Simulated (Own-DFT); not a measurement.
## Calculated data, GaAs (zincblende with one plane slipped along a stacking-fault path, atoms displaced), SiC (2H silicon carbide, atoms displaced), GaP (zincblende, strained, atoms displaced)

A calculation, not a measurement: plane-wave PBE density functional theory by an unreviewed code, no spin, of a simulated periodic cell, stress positive in tension, free energy of the whole cell less one offset for each atom, forces on such cells passed a denser k mesh, this cell's mesh not checked; offsets are fitted by least squares, one for each functional and potential file, so energies compare only between cells with the same atoms and settings and are not formation energies; the far tail of each file's local potential was reset to the Coulomb form; each entry is a single point on an unrelaxed cell, so the pressure reflects the starting lattice, mostly measured values (interpolated for alloys), from which strain is counted, and rises with the displacements; printed positions are rounded, which can move forces by about a meV/angstrom; the program, named Own-DFT, is a retired in-house code; no spin-orbit coupling. Program: Own-DFT development build.

Common to all runs: functional PBE; potential files PseudoDojo norm-conserving, scalar-relativistic, standard set; wave cutoff 42 hartree; occupations Fermi-Dirac; smearing width 0.1 eV.

(1) GaAs (zincblende with one plane slipped along a stacking-fault path, atoms displaced)

```
GaAs
1.0
      5.6533    -5.6533     0.0000
      0.0000     5.6533    -5.6533
     12.1546    12.1546     9.6106
Ga As Ga As Ga As Ga As Ga As Ga As Ga As Ga As Ga As Ga As Ga As Ga As Ga As Ga As Ga As Ga As Ga As Ga As Ga As Ga As Ga As Ga As Ga As Ga As
1 1 1 1 1 1 1 1 1 1 1 1 1 1 1 1 1 1 1 1 1 1 1 1 1 1 1 1 1 1 1 1 1 1 1 1 1 1 1 1 1 1 1 1 1 1 1 1
Direct
  0.98812 0.98128 0.00071
  0.97439 0.95799 0.12504
  0.12711 0.25908 0.16649
  0.11056 0.23310 0.29245
  0.27829 0.05951 0.33405
  0.25768 0.02338 0.46422
  0.06977 0.14333 0.50432
  0.06551 0.13316 0.62295
  0.19824 0.41886 0.66543
  0.19660 0.39998 0.78674
  0.35016 0.20093 0.83887
  0.34503 0.18478 0.95158
  0.00068 0.50945 0.99846
  0.98630 0.47292 0.12617
  0.14445 0.77330 0.16666
  0.13623 0.74959 0.28420
  0.29045 0.57675 0.32862
  0.27819 0.53709 0.45754
  0.08877 0.65281 0.49605
  0.05082 0.61701 0.62758
  0.21220 0.92886 0.67030
  0.18660 0.88016 0.78962
  0.36516 0.72836 0.83082
  0.33461 0.67427 0.96177
  0.50313 0.99262 0.99713
  0.49257 0.96828 0.12384
  0.63363 0.27592 0.17017
  0.61701 0.24468 0.28834
  0.77542 0.08043 0.33195
  0.76250 0.01720 0.46231
  0.56793 0.14364 0.49918
  0.54855 0.11096 0.62433
  0.72442 0.42977 0.66922
  0.68855 0.39202 0.79274
  0.87425 0.23366 0.83328
  0.84995 0.18301 0.96033
  0.49522 0.50037 0.00108
  0.47147 0.44259 0.12647
  0.64473 0.78605 0.16146
  0.61801 0.74661 0.29115
  0.78278 0.56591 0.32856
  0.75577 0.53697 0.45702
  0.57569 0.65542 0.50168
  0.56492 0.61613 0.61957
  0.69754 0.92451 0.66847
  0.69685 0.90065 0.79621
  0.84772 0.70208 0.83472
  0.82757 0.67654 0.95185
```

Here we set k mesh 4 x 4 x 2 centred on Gamma.

The calculation gives: free energy of cell above offsets -16.061 eV; pressure 4.54 GPa; stress xx -5.3 GPa; stress yy -5.38 GPa; stress zz -2.95 GPa; stress yz -0.31 GPa; stress xz -0.14 GPa; stress xy -0.72 GPa.

Force:
```tsv
element	x (eV/Å)	y (eV/Å)	z (eV/Å)
Ga	0.502	-0.275	-0.984
As	0.063	-1.496	0.558
Ga	0.594	1.031	-1.08
As	0.399	0.006	-0.643
Ga	0.154	0.397	0.208
As	-1.541	-1.548	0.511
Ga	0.422	0.529	-1.804
As	-0.836	-0.448	2.8
Ga	1.396	0.671	-2.081
As	1.371	-0.258	0.367
Ga	-2.079	-1.314	-1.706
As	1.467	1.787	2.295
Ga	-0.163	0.5	0.586
As	-1.064	-0.883	1.172
Ga	-0.02	-0.032	-1.72
As	0.2	1.608	0.959
Ga	-0.16	-0.014	1.242
As	-1.911	-1.246	1.164
Ga	-0.158	2.097	-0.342
As	-0.114	-1.185	-0.388
Ga	-0.532	-0.086	-1.138
As	0.667	1.251	0.01
Ga	-0.132	0.091	1.133
As	-0.571	-0.644	-0.676
Ga	0.3	0.644	-0.716
As	-0.918	0.094	0.053
Ga	0.001	-1.109	-1.001
As	0.305	1.186	0.334
Ga	0.551	-0.502	1.288
As	-1.471	-0.502	-0.068
Ga	1.461	0.481	-1.316
As	0.295	0.208	0.074
Ga	-0.882	0.436	-0.089
As	-0.156	-0.286	0.472
Ga	-0.413	0.444	0.548
As	-0.387	-0.048	-0.114
Ga	-0.021	-0.381	0.499
As	-0.093	0.471	-0.75
Ga	-0.171	0.442	1.333
As	0.363	-0.775	-0.969
Ga	0.527	0.344	-0.165
As	0.138	-2.406	1.075
Ga	0.672	0.412	-1.445
As	0.617	1.225	1.618
Ga	0.617	-0.364	-0.378
As	0.267	-0.802	-0.59
Ga	-0.731	-0.41	-1.27
As	1.174	0.66	1.133
```

(2) SiC (2H silicon carbide, atoms displaced)

```
SiC
1.0
      6.1654     0.0000     0.0000
     -3.0827     5.3394     0.0000
      0.0000     0.0000    10.0681
Si C Si C Si C Si C Si C Si C Si C Si C
2 2 2 2 2 2 2 2 2 2 2 2 2 2 2 2
Direct
  0.99146 0.99861 0.00359
  0.16566 0.32882 0.25334
  0.00552 0.00238 0.18617
  0.16506 0.33255 0.43546
  0.99371 0.99193 0.49779
  0.16649 0.33013 0.74770
  0.99678 0.00015 0.68887
  0.16656 0.33504 0.94029
  0.00451 0.49816 0.00127
  0.16473 0.83953 0.25180
  0.00016 0.50375 0.18733
  0.16662 0.83185 0.44157
  0.99558 0.49964 0.50366
  0.16901 0.82961 0.75349
  0.00221 0.50435 0.68788
  0.16341 0.82813 0.93748
  0.51373 0.00712 0.00266
  0.66457 0.32648 0.24824
  0.50027 0.99974 0.18743
  0.65787 0.33223 0.43769
  0.49613 0.99891 0.49900
  0.67037 0.34157 0.74738
  0.49750 0.99094 0.68743
  0.66199 0.33369 0.93949
  0.50218 0.49766 0.00423
  0.66914 0.83272 0.25332
  0.50910 0.50777 0.18929
  0.67205 0.83043 0.43201
  0.50358 0.50208 0.49904
  0.66501 0.82609 0.75373
  0.50466 0.51069 0.68245
  0.66868 0.84142 0.93865
```

Here we set hardware one NVIDIA H100 and k mesh 5 x 5 x 3 centred on Gamma.

It finds free energy of cell above offsets -4.766 eV; pressure 3.79 GPa; stress xx -1.64 GPa; stress yy -2.65 GPa; stress zz -7.09 GPa; stress yz -0.8 GPa; stress xz 0.2 GPa; stress xy 0.46 GPa; wall time 119.2 s.

Force:
```tsv
element	x (eV/Å)	y (eV/Å)	z (eV/Å)
Si	1.709	0.2	-1.238
Si	-0.144	1.283	-1.174
C	-0.895	0.01	0.895
C	-0.107	-0.13	1.33
Si	0.403	1.168	0.859
Si	-0.132	0.394	0.516
C	0.561	-0.508	-0.268
C	0.649	-0.437	-0.537
Si	-0.919	0.558	-0.194
Si	0.935	-1.042	-0.253
C	0.433	-0.442	0.698
C	-0.3	-0.152	-0.845
Si	0.333	-0.41	-1.078
Si	-0.555	0.823	-0.491
C	0.14	-0.662	0.269
C	0.225	0.806	0.923
Si	-2.102	-0.779	-0.719
Si	0.047	1.172	0.316
C	0.208	-0.323	0.622
C	1.173	-0.263	0.015
Si	0.794	-0.12	0.409
Si	-0.134	-1.297	0.421
C	0.038	1.126	0.176
C	0.927	0.371	-0.579
Si	-0.754	0.627	-0.458
Si	-0.063	0.335	-1.528
C	-0.513	-1.124	0.228
C	-1.169	0.248	1.592
Si	-0.948	-0.153	-0.667
Si	-0.27	1.544	-0.619
C	0.065	-1.436	1.081
C	0.365	-1.389	0.3
```

(3) GaP (zincblende, strained, atoms displaced)

```
GaP
1.0
     10.8620     0.0000     0.0000
      0.0000    10.8620     0.0000
      0.0000     0.0000    10.9439
Ga P Ga P Ga P Ga P Ga P Ga P Ga P Ga P
4 4 4 4 4 4 4 4 4 4 4 4 4 4 4 4
Direct
  0.00326 0.99805 0.99846
  0.99959 0.26584 0.25354
  0.25338 0.99629 0.25379
  0.24719 0.24113 0.99482
  0.14189 0.13054 0.11585
  0.11877 0.38647 0.38007
  0.38915 0.12206 0.38250
  0.37320 0.36100 0.13105
  0.00922 0.98144 0.49582
  0.00688 0.25494 0.74431
  0.23781 0.01113 0.74334
  0.24872 0.24623 0.49876
  0.13084 0.12600 0.62374
  0.12600 0.36831 0.88014
  0.37632 0.14204 0.88601
  0.37331 0.37630 0.61682
  0.00101 0.49880 0.00089
  0.99203 0.76233 0.24754
  0.24879 0.49847 0.24780
  0.24847 0.74461 0.99897
  0.11545 0.62992 0.12880
  0.12315 0.88781 0.38239
  0.38082 0.62297 0.36000
  0.37413 0.87343 0.12852
  0.01055 0.51134 0.49672
  0.00605 0.74994 0.76105
  0.24647 0.50382 0.74638
  0.25031 0.74353 0.50869
  0.13887 0.61739 0.63485
  0.12117 0.88296 0.88800
  0.38633 0.62201 0.87684
  0.36212 0.87217 0.62613
  0.49641 0.99391 0.00296
  0.50220 0.26508 0.24534
  0.74598 0.00133 0.25646
  0.73976 0.24796 0.00814
  0.62838 0.12674 0.13398
  0.62611 0.36930 0.37202
  0.87589 0.13171 0.36251
  0.88675 0.36899 0.12983
  0.49528 0.99231 0.49474
  0.49572 0.24043 0.75336
  0.74775 0.00751 0.74708
  0.73985 0.23704 0.48556
  0.62528 0.13109 0.62681
  0.63086 0.37971 0.86311
  0.87147 0.11761 0.86047
  0.88118 0.37882 0.63409
  0.50029 0.49661 0.99516
  0.50098 0.75659 0.24690
  0.74321 0.49327 0.25340
  0.74474 0.75698 0.01357
  0.63760 0.62450 0.13047
  0.63994 0.88278 0.36980
  0.88234 0.60961 0.37308
  0.87088 0.86629 0.12884
  0.50462 0.50411 0.49422
  0.50541 0.74729 0.75552
  0.73962 0.49079 0.75445
  0.74930 0.75129 0.49287
  0.63031 0.63478 0.62664
  0.61851 0.86294 0.86825
  0.87210 0.61066 0.86137
  0.87882 0.88283 0.62512
```

It was run with hardware one NVIDIA H100 and k mesh 3 x 3 x 3 centred on Gamma.

It finds free energy of cell above offsets -27.225 eV; pressure 5.01 GPa; stress xx -5.33 GPa; stress yy -4.95 GPa; stress zz -4.75 GPa; stress yz 1.44 GPa; stress xz 0.1 GPa; stress xy 0.46 GPa; wall time 527.1 s.

Force:
```tsv
element	x (eV/Å)	y (eV/Å)	z (eV/Å)
Ga	-1.663	1.5	1.265
Ga	1.542	-1.707	0.333
Ga	0.362	1.177	-0.042
Ga	0.356	2.509	0.248
P	-2.667	-1.735	2.608
P	1.712	-1.509	-0.491
P	-1.498	1.2	-1.701
P	-1.16	2.039	-1.886
Ga	-2.903	3.882	2.429
Ga	-0.473	-0.72	0.47
Ga	1.686	-1.21	2.014
Ga	0.462	0.5	-0.576
P	-1.905	0.65	-1.281
P	0.262	1.025	-0.441
P	0.83	-3.219	-1.453
P	0.426	-0.007	0.736
Ga	-0.434	0.082	-0.355
Ga	1.097	-1.474	1.728
Ga	-0.204	0.026	-0.338
Ga	0.24	0.069	0.212
P	0.865	-0.229	-0.283
P	2.519	-3.689	-2.92
P	-0.451	0.529	1.362
P	-0.408	-0.219	-0.515
Ga	-0.803	-0.49	2.264
Ga	-0.511	-0.045	-0.676
Ga	2.266	-2.453	2.142
Ga	0.146	-0.184	-1.497
P	-2.673	2.408	-1.63
P	1.722	-1.391	-1.858
P	-1.736	0.192	-0.314
P	1.535	0.491	0.772
Ga	0.452	0.719	-0.338
Ga	0.425	-2.289	1.09
Ga	1.927	1.13	-1.707
Ga	1.622	0.341	-1.242
P	-1.27	-0.612	-0.639
P	-0.348	0.968	0.73
P	0.838	-1.158	1.106
P	-2.449	1.351	-1.735
Ga	1.077	-0.507	1.535
Ga	0.356	1.732	-0.948
Ga	-0.685	-1.418	-0.498
Ga	1.463	0.764	1.237
P	-0.823	-1.201	-0.58
P	-2.621	-2.683	2.954
P	1.127	1.454	2.272
P	-0.781	0.052	-1.985
Ga	0.718	-0.566	1.203
Ga	1.032	-0.357	0.123
Ga	1.595	-0.214	-0.348
Ga	0.308	-1.184	-2.275
P	-1.87	-0.372	-0.266
P	-2.621	-1.683	1.392
P	-1.099	2.139	-0.385
P	-0.124	2.847	-0.625
Ga	-0.075	0.058	0.449
Ga	-1.691	-0.513	-1.706
Ga	2.202	1.967	-2.776
Ga	1.44	-0.316	0.431
P	-0.381	-1.106	-0.567
P	1.653	2.477	1.765
P	0.405	1.52	1.858
P	-0.339	-1.339	0.148
```

(4) SiC (2H silicon carbide, atoms displaced)

```
SiC
1.0
      6.1654     0.0000     0.0000
     -3.0827     5.3394     0.0000
      0.0000     0.0000    10.0681
Si C Si C Si C Si C Si C Si C Si C Si C
2 2 2 2 2 2 2 2 2 2 2 2 2 2 2 2
Direct
  0.04943 0.03543 0.00348
  0.18731 0.33346 0.25680
  0.97359 0.97303 0.19522
  0.14672 0.34714 0.42116
  0.99547 0.01813 0.49458
  0.16757 0.33343 0.73166
  0.96715 0.95882 0.67952
  0.17837 0.38317 0.94133
  0.98825 0.47393 0.01145
  0.16620 0.81798 0.24445
  0.99540 0.47599 0.16903
  0.15573 0.79211 0.43409
  0.01149 0.50285 0.48923
  0.17257 0.84560 0.76134
  0.99952 0.48578 0.69201
  0.19171 0.84759 0.93235
  0.54270 0.01193 0.01430
  0.64599 0.31794 0.25540
  0.50368 0.00052 0.17752
  0.67301 0.34946 0.44236
  0.54468 0.02345 0.49237
  0.67938 0.32762 0.74022
  0.53043 0.00036 0.69863
  0.65855 0.33476 0.93404
  0.49591 0.48771 0.00425
  0.69564 0.85564 0.24179
  0.50540 0.51922 0.18689
  0.64727 0.84137 0.43681
  0.52417 0.52480 0.49275
  0.67938 0.85429 0.75964
  0.51080 0.50131 0.66637
  0.69610 0.81479 0.93672
```

Settings of this run: hardware one NVIDIA H100 and k mesh 5 x 5 x 3 centred on Gamma.

The calculation gives: free energy of cell above offsets 7.670 eV; pressure 13.33 GPa; stress xx -13.96 GPa; stress yy -6.73 GPa; stress zz -19.3 GPa; stress yz 1.77 GPa; stress xz 5.64 GPa; stress xy 2.48 GPa; wall time 121.7 s.

Force:
```tsv
element	x (eV/Å)	y (eV/Å)	z (eV/Å)
Si	-1.441	-2.584	-1.301
Si	-2.318	-0.378	-5.163
C	10.4	6.049	-3.272
C	4.545	-2.462	3.963
Si	1.615	-2.535	-0.064
Si	2.074	-0.554	1.971
C	3.303	4.117	-0.163
C	4.414	-4.505	-2.652
Si	-4.02	3.901	-8.246
Si	-0.407	-1.317	-0.03
C	-0.378	0.524	10.69
C	-0.58	9.011	-2.006
Si	-2.661	-2.028	4.833
Si	1.167	-1.36	-3.702
C	0.081	2.731	-2.438
C	0.215	0.26	4.643
Si	-1.465	-1.333	-8.434
Si	1.652	2.255	-1.822
C	-0.903	-0.281	6.32
C	0.397	-1.103	-2.26
Si	-6.698	-0.153	4.161
Si	-2.321	0.956	1.703
C	-4.988	0.907	-3.398
C	1.954	-0.815	0.493
Si	0.474	2.061	-1.344
Si	-8.783	-4.722	3.62
C	1.151	-1.919	1.327
C	6.044	-1.002	-3.76
Si	-2.155	-1.12	-0.003
Si	1.355	-4.521	0.061
C	-0.719	-0.695	4.136
C	-1.001	2.615	2.139
```
